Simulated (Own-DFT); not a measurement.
# Computed records: SiC (twinned 3C silicon carbide, atoms displaced), GaP (zincblende, strained, atoms displaced), SiC (3C silicon carbide, atoms displaced)

All values are calculated (Own-DFT development build). A calculation, not a measurement: plane-wave PBE density functional theory by an unreviewed code, no spin, of a simulated periodic cell, stress positive in tension, free energy of the whole cell less one offset for each atom, forces on such cells passed a denser k mesh, this cell's mesh not checked; offsets are fitted by least squares, one for each functional and potential file, so energies compare only between cells with the same atoms and settings and are not formation energies; the far tail of each file's local potential was reset to the Coulomb form; each entry is a single point on an unrelaxed cell, so the pressure reflects the starting lattice, mostly measured values (interpolated for alloys), from which strain is counted, and rises with the displacements; printed positions are rounded, which can move forces by about a meV/angstrom; the program, named Own-DFT, is a retired in-house code; no spin-orbit coupling.

Common to all runs: functional PBE; potential files PseudoDojo norm-conserving, scalar-relativistic, standard set; wave cutoff 42 hartree; occupations Fermi-Dirac; smearing width 0.1 eV.

(1) 
```xyz
48
Lattice="4.3596 -4.3596 0.0000 0.0000 4.3596 -4.3596 8.7192 8.7192 8.7192" Properties=species:S:1:pos:R:3:force_x:R:1:force_y:R:1:force_z:R:1 formula=SiC hardware=one_NVIDIA_H100 k_mesh=5_x_5_x_2_centred_on_Gamma free_energy_of_cell_above_offsets=-7.027 pressure=3.86 stress_xx=-4.37 stress_yy=-3.85 stress_zz=-3.36 stress_yz=0.07 stress_xz=-0.82 stress_xy=0.5 wall_time=181.3
Si     8.1628    -0.4871     3.7868      0.275      -1.28      0.823
C      4.9108     0.5392    -3.7774     -0.516     -0.744     -0.312
Si     1.6026     1.6354    -0.4882      0.572     -0.197     -0.536
C      2.7531     2.7000     0.5317      0.005      0.859       0.25
Si     3.8573     1.6164     1.6664     -0.771      0.389     -1.016
C      4.9225     2.7369     2.7182     -0.646     -0.462      0.933
Si     8.1622     1.6732     1.6124      0.447     -1.116      0.732
C      4.8223    -1.6155    -1.5999       2.01     -1.338     -0.629
Si     1.6258     3.7564    -2.6814      0.046      0.889     -0.826
C      2.7121     4.9189    -1.6302      0.226     -0.513     -0.548
Si     3.8194     3.8648    -0.5857     -0.045     -1.671      0.545
C      4.8651     4.9151     0.5326      1.016     -0.095      0.428
Si     5.9962     6.0114    -0.5106     -0.048      -0.58     -0.694
C      2.7563    -1.6357     0.5499     -0.575      0.092      0.027
Si     3.8365    -0.5299    -0.5941     -0.621      0.061      2.448
C      4.9618     0.5180     0.5473     -1.962      1.266     -1.117
Si     5.9783    -0.4812     1.5676       1.71     -2.691      1.937
C      7.0954     0.5586     2.7157     -0.758      0.431     -0.152
Si     5.9759     3.7721     1.6633      0.472      1.108     -1.262
C      2.7544     0.5179    -1.5778     -1.464      1.185     -1.209
Si     3.7978     1.6252    -2.7299      0.303     -0.235      0.369
C      4.8858     2.7044    -1.6750      0.579      1.009      0.466
Si     5.9834     1.6041    -0.5685      0.209      1.453      0.289
C      7.1109     2.6978     0.5802     -1.265      1.221     -1.694
Si    12.4863     8.1560     3.8006      1.466      0.583      0.723
C      4.9353     9.2273     0.5706     -0.428      1.207     -0.707
Si     8.9191     4.5363     2.3506     -0.593      0.152      0.176
C     10.0151     5.6691     3.4244      -0.05     -0.889      0.213
Si     9.6828     7.4426     3.0771     -1.421      0.546     -0.396
C     10.7152     8.5127     4.2046     -0.304        0.6     -0.261
Si    12.4804     5.9982     6.0322      0.805      0.522     -0.392
C      9.2378     2.7190     2.7251      0.587      0.399       0.22
Si     8.8708     2.4085     4.5500      1.308      -1.78     -0.445
C     10.0274     3.4375     5.5791     -0.786      0.995      1.089
Si     9.5931     5.2767     5.2170      0.791     -0.122      0.519
C     10.7124     6.3676     6.3342     -1.183     -0.704      0.797
Si    10.3558    10.3515     3.8511      0.131      0.156     -0.491
C      7.1174     7.0479     0.5493     -0.886       1.33      0.499
Si     6.7096     6.7130     2.3593      -0.25      0.256      0.185
C      7.7638     7.8424     3.4661      1.572     -1.305     -0.484
Si     7.4893     9.5963     3.1366      -0.52      1.376     -1.065
C      8.5517    10.7353     4.2412     -0.285     -0.486     -0.916
Si    10.3482     8.1624     6.0241      0.532      0.492      0.094
C      7.0551     4.9191     2.7174      0.812     -0.339      0.314
Si     6.7402     4.5678     4.5482     -0.703     -1.046     -0.555
C      7.8040     5.5999     5.6033       0.55      1.346      1.228
Si     7.4536     7.4945     5.2595       0.45      -1.08      0.112
C      8.5619     8.5954     6.3570     -0.796     -1.247      0.292
```

Units: free_energy_of_cell_above_offsets in eV; pressure, stress_xx, stress_yy, stress_zz, stress_yz, stress_xz, stress_xy in GPa; wall_time in s; force_x, force_y, force_z in eV/Å.

(2) 
```xyz
64
Lattice="10.8620 0.0000 0.0000 0.0000 10.8620 0.0000 0.0000 0.0000 10.9361" Properties=species:S:1:pos:R:3:force_x:R:1:force_y:R:1:force_z:R:1 formula=GaP hardware=one_NVIDIA_H100 k_mesh=3_x_3_x_3_centred_on_Gamma free_energy_of_cell_above_offsets=-33.698 pressure=3.5 stress_xx=-3.67 stress_yy=-3.67 stress_zz=-3.17 stress_yz=-0.14 stress_xz=0.12 stress_xy=0.4 wall_time=500.4
Ga    10.7977    10.8554     0.0479      0.725      0.365     -0.424
Ga     0.0104     2.6983     2.7662      0.202      0.371      0.691
Ga     2.7266    10.8548     2.6491     -0.968      0.298      1.555
Ga     2.7654     2.6633     0.0227     -0.433      0.392     -0.142
P      1.3423     1.4232     1.4301      0.107     -0.955     -0.927
P      1.4695     4.0725     4.0903     -1.571      0.222       0.38
P      4.0590     1.3437     4.1559     -0.555      0.361     -0.418
P      4.0371     4.0515     1.4428       0.98     -0.064     -1.189
Ga    10.8282     0.0687     5.4382      0.684     -1.215      0.574
Ga    10.7856     2.6647     8.1396      0.005      0.218      0.727
Ga     2.7104    10.7779     8.1779     -0.004      0.663      0.323
Ga     2.6878     2.7982     5.5760     -0.006     -0.974     -0.598
P      1.3157     1.3599     6.8521      0.518     -0.422     -0.261
P      1.3878     3.9681     9.4929     -0.292       0.59      0.641
P      4.0770     1.3607     9.5676      0.272     -0.483     -0.263
P      4.0579     4.0966     6.8224      0.818      0.062      0.751
Ga    10.7963     5.3252     0.0349      0.888      0.222     -0.801
Ga     0.0313     8.1916     2.6605     -0.624     -0.877      0.325
Ga     2.6919     5.3732     2.6645      0.145      1.035      0.774
Ga     2.7371     8.1157     0.0022     -0.854      0.363     -0.273
P      1.3462     6.7600     1.3421     -0.152     -0.191     -0.123
P      1.2560     9.4082     4.1238      1.396      1.092      0.232
P      4.0703     6.7789     4.1487     -0.241     -0.221     -0.684
P      3.9940     9.5055     1.3814      0.709     -0.559     -0.384
Ga    10.8420     5.5003     5.4578      0.308     -0.405     -0.355
Ga     0.0011     8.0898     8.2658      -0.58      0.609     -0.528
Ga     2.7675     5.4648     8.2295     -1.306     -0.658     -0.675
Ga     2.7259     8.0784     5.5482      0.137      0.944     -0.324
P      1.2988     6.8534     6.8532      0.562     -1.077      0.274
P      1.3059     9.4811     9.5252      0.425        0.3      1.036
P      4.0025     6.8212     9.5118      0.909      0.413      0.339
P      4.1976     9.5083     6.9127     -1.614       0.16     -1.274
Ga     5.3881    10.8132     0.0546     -0.034      0.083     -0.783
Ga     5.4521     2.7396     2.8029     -0.309     -0.547     -0.264
Ga     8.1279     0.0744     2.6607      0.419     -1.048      1.139
Ga     8.1404     2.6397     0.0615     -0.209      0.631     -0.549
P      6.7719     1.3179     1.3464     -0.759      0.584      0.363
P      6.7577     4.1173     4.1176       0.09     -0.759       0.42
P      9.5504     1.3376     4.1380     -1.361      0.899     -0.803
P      9.5248     3.9784     1.3826     -0.787       0.43      0.652
Ga     5.3787    10.7897     5.3762     -0.227      0.944      1.112
Ga     5.5283     2.6631     8.1306     -1.121      0.452      0.509
Ga     8.1116    10.8371     8.1954      0.016     -0.155      0.009
Ga     8.1055     2.7371     5.4958        0.4     -0.072      0.064
P      6.7417     1.3074     6.8088      0.527     -0.388      -0.69
P      6.8114     4.0034     9.5252       -0.3      0.625      0.871
P      9.4292     1.3437     9.6028      0.491     -0.236     -0.466
P      9.5150     4.1386     6.8572     -0.395     -0.231     -0.337
Ga     5.3494     5.5153    10.8855      0.502     -1.041       0.25
Ga     5.3731     8.1493     2.7149      0.491     -0.123      0.357
Ga     8.1326     5.3699     2.8380      0.272       0.48     -1.322
Ga     8.1522     8.1247    10.8581     -0.373      0.324      0.496
P      6.8003     6.7883     1.3235     -0.131     -0.152       0.49
P      6.7198     9.5141     4.1934      1.173     -0.657     -1.886
P      9.4154     6.8162     4.1064      0.908      0.058     -0.503
P      9.4954     9.4687     1.3349     -0.626      0.208      0.224
Ga     5.4363     5.4312     5.4840      -0.32      0.131      0.022
Ga     5.4329     8.1298     8.1307      0.469     -0.658      0.925
Ga     8.1012     5.4701     8.2280      0.597     -0.559      0.342
Ga     8.1101     8.1275     5.4848     -0.026      0.378      0.292
P      6.7931     6.7358     6.8629     -0.223      0.442     -0.394
P      6.7274     9.4559     9.5513      0.254      0.281      0.234
P      9.5034     6.7889     9.5977      0.068     -0.771     -0.105
P      9.5105     9.5023     6.8196     -0.068      -0.13      0.353
```

Units: free_energy_of_cell_above_offsets in eV; pressure, stress_xx, stress_yy, stress_zz, stress_yz, stress_xz, stress_xy in GPa; wall_time in s; force_x, force_y, force_z in eV/Å.

(3) 
```xyz
64
Lattice="8.7192 0.0000 0.0000 0.0000 8.7192 0.0000 0.0000 0.0000 8.7192" Properties=species:S:1:pos:R:3:force_x:R:1:force_y:R:1:force_z:R:1 formula=SiC k_mesh=4_x_4_x_4_centred_on_Gamma free_energy_of_cell_above_offsets=-8.684 pressure=4.21 stress_xx=-4.33 stress_yy=-4.28 stress_zz=-4.02 stress_yz=-0.17 stress_xz=-0.07 stress_xy=0.04
Si     0.0101     8.6885     0.0094     -0.091      0.636      0.365
Si     8.6950     2.1652     2.1739      0.651      0.549      0.979
Si     2.1788     8.6871     2.1452     -0.958      0.879      0.742
Si     2.2130     2.2112     0.0613     -1.373     -0.779     -1.631
C      1.0754     1.1202     1.1045      0.117     -0.878     -0.413
C      1.1179     3.2692     3.2786     -0.889      0.225      0.138
C      3.2189     1.0995     3.2133      0.813     -0.695      1.551
C      3.2838     3.2605     1.0499      0.478      0.553      1.894
Si     8.6923     0.0205     4.3853      0.424      -1.37     -0.647
Si     8.6847     2.1592     6.5690      1.067      0.014     -0.544
Si     2.2231     0.0119     6.5717     -0.887     -0.284     -1.202
Si     2.1796     2.1822     4.3791     -0.671     -0.346     -1.079
C      1.0410     1.0820     5.3877      1.175      0.124      2.159
C      1.0679     3.2307     7.6264      0.532      0.454      0.483
C      3.2716     1.1143     7.6339       0.43      0.056      0.342
C      3.2087     3.2546     5.4374      2.045      0.276      0.169
Si     8.6856     4.3398     8.7082      1.113      0.213       0.21
Si     8.6981     6.5523     2.1956      0.707       -1.2      0.228
Si     2.1661     4.3554     2.1816      0.717     -0.503      0.388
Si     2.1870     6.5546     8.6765      0.636     -1.042      1.361
C      1.1058     5.3838     1.1212     -0.807      1.793     -1.387
C      1.0870     7.5922     3.2689     -0.229      0.973          0
C      3.2900     5.4996     3.2449     -0.894     -2.329      1.076
C      3.2583     7.7000     1.0812      0.938     -1.597     -0.568
Si     8.7172     4.3870     4.4029      1.009     -0.623     -0.048
Si     8.7062     6.5211     6.5545      0.728      0.361     -0.394
Si     2.1811     4.3460     6.5203      0.177     -1.202      1.261
Si     2.2348     6.5876     4.3027     -1.154     -1.123      1.595
C      1.1399     5.4005     5.5548     -1.325      2.151     -2.575
C      1.1164     7.6138     7.6568     -1.025      0.532     -0.872
C      3.2970     5.4203     7.5596     -0.986     -0.366      2.253
C      3.3038     7.5963     5.4295     -0.247      1.192       0.72
Si     4.4173     0.0573     8.7122     -1.142     -0.809      0.216
Si     4.3493     2.1027     2.1788      0.324      1.774      0.139
Si     6.5563     0.0023     2.0815     -0.679      0.063      3.073
Si     6.5696     2.1516     8.6925     -0.747      1.825      1.248
C      5.4904     1.1113     1.0995     -0.246      0.037     -0.646
C      5.4926     3.2618     3.3171     -1.298      0.052     -1.343
C      7.6527     1.0476     3.2943     -1.468      1.086     -0.819
C      7.6519     3.3084     1.1188     -1.056     -0.994     -0.462
Si     4.4042     0.0334     4.4038     -1.304     -0.804     -1.653
Si     4.3786     2.1742     6.5408     -0.899      1.076      0.301
Si     6.5691     8.7143     6.5412     -1.415      0.242       0.08
Si     6.5130     2.2351     4.3989      1.747     -1.161      0.069
C      5.4174     1.1261     5.4376       1.36     -0.237      0.806
C      5.4374     3.2847     7.6753      0.406     -0.127     -0.561
C      7.5882     1.0970     7.6473      1.205     -1.191      -0.39
C      7.6785     3.2826     5.5070     -1.624      0.254     -0.322
Si     4.3610     4.3896     0.0574      -0.28     -0.692     -1.396
Si     4.3158     6.5277     2.2651      1.129      1.489      -2.99
Si     6.5152     4.3531     2.1959      0.703      0.418      0.089
Si     6.5499     6.5263     8.6879      -1.02      0.432      1.074
C      5.4176     5.4389     1.1004      0.636      0.861      0.632
C      5.4135     7.6220     3.2425      1.032       1.03      0.428
C      7.6397     5.4614     3.3296     -0.479     -0.071     -0.895
C      7.5949     7.6050     1.1482      1.141     -0.371     -2.184
Si     4.4059     4.3588     4.3481     -1.029       0.42      0.837
Si     4.3110     6.4790     6.5581      1.562      1.914     -0.818
Si     6.5395     4.4134     6.6079     -0.684     -1.386     -1.595
Si     6.5308     6.5717     4.3339     -0.235     -0.073      0.582
C      5.4655     5.5100     5.4769     -0.072      -1.24     -0.439
C      5.4392     7.6562     7.6409      0.206     -0.655     -0.373
C      7.6030     5.4564     7.6136      0.999      0.385      1.178
C      7.5932     7.6346     5.4739      1.007     -0.192     -0.419
```

Units: free_energy_of_cell_above_offsets in eV; pressure, stress_xx, stress_yy, stress_zz, stress_yz, stress_xz, stress_xy in GPa; force_x, force_y, force_z in eV/Å.

(4) 
```xyz
64
Lattice="10.8620 0.0000 0.0000 0.0000 10.8620 0.0000 0.0000 0.0000 10.9439" Properties=species:S:1:pos:R:3:force_x:R:1:force_y:R:1:force_z:R:1 formula=GaP hardware=one_NVIDIA_H100 k_mesh=3_x_3_x_3_centred_on_Gamma free_energy_of_cell_above_offsets=-35.055 pressure=3.13 stress_xx=-3.31 stress_yy=-3.31 stress_zz=-2.76 stress_yz=0.49 stress_xz=0.08 stress_xy=-0.05 wall_time=506.9
Ga    10.8306     0.0161    10.9037     -0.201      0.295      0.267
Ga    10.8507     2.6928     2.8061      0.394      0.453     -0.382
Ga     2.7312     0.0244     2.6795     -0.195     -0.561      0.501
Ga     2.6456     2.7075    10.9250       0.94     -0.318      0.438
P      1.3336     1.3452     1.3855     -0.204      0.233     -0.211
P      1.3722     4.0715     4.1535      0.073     -0.017     -0.264
P      4.0874     1.3462     4.0759     -0.176     -0.051      0.306
P      4.1209     4.0798     1.3586     -1.051      -0.56      0.161
Ga     0.0090     0.0610     5.4707      0.034     -0.973     -0.172
Ga    10.8570     2.7049     8.1961      0.234      0.488     -0.111
Ga     2.6983    10.8474     8.1974      0.677      0.006      0.116
Ga     2.7471     2.6535     5.4988      -0.19      0.362      0.158
P      1.3451     1.2932     6.8775      0.311      0.888     -0.427
P      1.3999     4.0556     9.5874     -0.735      0.373     -0.485
P      4.1037     1.3290     9.5715     -0.902      0.201      0.123
P      4.0614     4.1312     6.8433      0.433     -0.672     -0.351
Ga    10.8182     5.4095    10.9197      0.486      0.046      0.481
Ga     0.0382     8.1281     2.7826     -0.534      0.186     -0.741
Ga     2.7123     5.4305     2.6902      0.253     -0.043      0.507
Ga     2.6727     8.1431    10.9123      0.209      0.678     -0.221
P      1.3970     6.8237     1.3671     -0.817     -0.555     -0.214
P      1.3577     9.4540     4.1001      0.429      0.956       0.46
P      4.0986     6.8254     4.0953      -0.47     -0.361      0.081
P      4.0683     9.4886     1.3850      0.303     -0.116     -0.469
Ga    10.8613     5.4829     5.4659     -0.071     -0.436      0.214
Ga     0.0139     8.1717     8.1889     -0.264      0.058      0.083
Ga     2.7240     5.4358     8.1967      0.003     -0.086      0.421
Ga     2.7222     8.1433     5.5352      0.099     -0.038     -0.352
P      1.3681     6.7654     6.8833     -0.205      0.333     -0.293
P      1.3063     9.6033     9.5311      0.429     -1.104      0.504
P      4.0541     6.8091     9.5542      0.323     -0.131      0.331
P      4.1248     9.4842     6.8768     -0.884      0.536     -0.452
Ga     5.4276     0.0324    10.9435       0.27     -0.702      0.224
Ga     5.4119     2.7123     2.7353      0.225       0.11     -0.033
Ga     8.1590     0.0154     2.7816     -0.335     -0.053     -0.568
Ga     8.1565     2.7518     0.0586     -0.043      -0.28     -0.683
P      6.7736     1.3857     1.3713      0.268     -0.245       0.21
P      6.7640     4.0946     4.0768      0.193     -0.791      0.436
P      9.5236     1.3427     4.0938     -0.437      0.319      0.568
P      9.4905     4.0568     1.4245      0.337      0.285     -0.032
Ga     5.4030    10.8605     5.4920      0.406     -0.049     -0.217
Ga     5.3808     2.7151     8.2529      0.448      0.294     -0.563
Ga     8.1107     0.0180     8.2230      0.655     -0.409      0.183
Ga     8.1327     2.6932     5.5066      0.035      0.234     -0.208
P      6.8024     1.3115     6.8808     -0.772        0.7     -0.404
P      6.8048     4.0769     9.5554     -0.342      0.025      0.641
P      9.5178     1.3908     9.5182     -0.565      0.009      0.801
P      9.4706     4.1160     6.8699      0.603     -0.416     -0.547
Ga     5.4145     5.4223     0.0745      0.351      0.316     -1.225
Ga     5.4810     8.0978     2.7359     -0.259      0.582     -0.142
Ga     8.0807     5.4186     2.7416      0.714      0.152     -0.017
Ga     8.1553     8.1333     0.0500      0.259      0.095     -0.325
P      6.8140     6.7780     1.3533      -0.23     -0.005      0.142
P      6.7876     9.5132     4.0889     -0.044     -0.105      0.281
P      9.4997     6.7911     4.0976     -0.097     -0.248      -0.31
P      9.4733     9.5460     1.3475      0.566     -0.367      0.549
Ga     5.4654     5.4525     5.4112     -0.377      0.087      0.531
Ga     5.4196     8.1782     8.1843       0.79     -0.493      0.742
Ga     8.1518     5.4236     8.2231     -0.182      0.449      0.171
Ga     8.1521     8.1173     5.4362     -0.028      0.549      0.552
P      6.7914     6.7772     6.8461      0.057      0.149     -0.101
P      6.8606     9.4897     9.6078      -0.85      0.056     -0.089
P      9.5132     6.8044     9.5928     -0.076      0.067     -0.254
P      9.5118     9.5533     6.8454      -0.27     -0.387     -0.318
```

Units: free_energy_of_cell_above_offsets in eV; pressure, stress_xx, stress_yy, stress_zz, stress_yz, stress_xz, stress_xy in GPa; wall_time in s; force_x, force_y, force_z in eV/Å.
